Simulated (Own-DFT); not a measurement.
# How strain changes the stress of wurtzite AlGaN with randomly placed atoms, 128 atoms (Al48Ga16N64)

Calculated results; nothing here was measured. They come from Own-DFT, an in-house plane-wave density functional program, since retired, whose code no person has reviewed. Each row is one single-point run on a periodic cell that was not relaxed, without spin or spin-orbit coupling.

Settings of every run: PBE; PseudoDojo norm-conserving scalar-relativistic files (stringent for Ga); cutoff 96 hartree; 3 x 3 x 3 k mesh centred on Gamma; Gaussian smearing of 0.01 eV.

Known limits: k mesh not checked against a denser one; stress not checked against mesh or cutoff.

Unstrained cell vectors in Å: (12.525, 0.000, 0.000); (-6.262, 10.847, 0.000); (0.000, 0.000, 10.066). The unstrained cell has measured lattice constants (interpolated for alloys), not those of this functional. That, the random moves and any unrelaxed bonds set the pressure at no strain. Each run strains this cell uniformly, with the atoms carried along. Every atom was also moved at random, by a Gaussian of width 0.05 Å on each axis. The random placing of the alloy's atoms differs from row to row. Strain is the symmetric tensor, in per cent. Stress is positive in tension, and the pressure is minus a third of its trace.

```
run,e_xx (%),e_yy (%),e_zz (%),s_xx (GPa),s_yy (GPa),s_zz (GPa),P (GPa),E (meV/atom)
1,-0.25,-0.25,0.00,-8.21,-8.22,-6.31,7.58,13.1
2,-1.25,-1.25,0.00,-12.85,-15.46,-8.11,12.14,27.8
3,-1.00,-1.00,0.00,-12.62,-12.10,-8.36,11.02,22.2
4,1.50,1.50,0.00,2.15,2.61,-5.75,0.33,0.0
5,-2.25,-2.25,0.00,-21.46,-18.80,-10.24,16.83,40.1
6,-2.50,-2.50,0.00,-21.17,-22.85,-10.76,18.26,48.6
7,2.50,2.50,0.00,6.52,7.10,-3.15,-3.49,1.0
8,0.50,0.50,0.00,-2.81,-3.74,-6.33,4.29,2.7
9,-1.50,-1.50,0.00,?,?,?,?,?
```

E is the free energy for each atom above the lowest run shown.

## Worked fit

The change of volume is close to e_xx + e_yy + e_zz. A straight line through the runs shown gives P = 6.94 - 218 x (fractional change of volume) GPa, with an error of 5 on the slope and a scatter of 0.45 GPa. The strain isn't the same on all axes and the cell isn't cubic, so the slope belongs to this path and is not the bulk modulus.

## Withheld run

Question: what pressure should run 9 give? Its volume changes by -2.98 %.

The line gives 13.4 GPa. The calculation gave 13.17 GPa.
